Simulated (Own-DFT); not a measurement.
# Misfit strain and the stress it brings: wurtzite AlGaN with randomly placed atoms, 72 atoms (Al9Ga27N36)

Source: density functional calculations with Own-DFT, an unreviewed in-house program that is no longer used. Nothing was measured or relaxed, and spin and spin-orbit coupling are left out.

All runs used: PBE; PseudoDojo norm-conserving scalar-relativistic files (stringent for Ga); cutoff 96 hartree; 4 x 4 x 3 k mesh centred on Gamma; Gaussian smearing of 0.01 eV.

Limits: forces on such cells passed a denser k mesh, each cell not checked; stress not checked against mesh or cutoff.

Unstrained cell vectors in Å: (9.509, 0.000, 0.000); (-4.755, 8.235, 0.000); (0.000, 0.000, 10.268). The unstrained cell has measured lattice constants (interpolated for alloys), not those of this functional. That, the random moves and any unrelaxed bonds set the pressure at no strain. Each run strains x and y alike by e, as a substrate would, and holds the height along z. Each atom got a random Gaussian move of width 0.05 Å along each axis. The random placing of the alloy's atoms differs from row to row. Stress is positive in tension.

```
e (%)  u (Å)  (s_xx + s_yy)/2 (GPa)  s_zz (GPa)
-2.50  0.050                 -23.34      -10.55
-2.25  0.049                 -20.29      -11.62
-1.75  0.050                 -17.22       -9.97
-0.25  0.050                  -8.28       -7.24
 0.50  0.052                  -5.68       -6.40
 0.75  0.049                      ?           ?
 1.00  0.054                  -2.32       -6.25
 1.50  0.046                   1.23       -5.63
 2.50  0.052                   4.85       -3.45
 2.75  0.047                   5.67       -1.46
```

## What the rows give

With e as a fraction, the in-plane stress is -7.3 + 547 e - 2589 e² GPa (errors 13 and 928, scatter 0.74), and s_zz is -7.2 + 164 e GPa (slope ± 14, scatter 0.77). At e = 0 the first slope is C11 + C12 and the second 2 C13, both with the ions held to the strained lattice and at the cell's own pressure. A free layer would change its height as e changes, and the in-plane slope would drop by 2 C13²/C33 to the biaxial modulus. At fixed height, a misfit of 1 % moves the in-plane stress by about 5.5 GPa and s_zz by 1.6 GPa.

## The run left out

Question: what are the two stresses at e = 0.75 %?

The fitted form gives -3.3 and -6.0 GPa. Computed: -3.57 and -6.19 GPa.
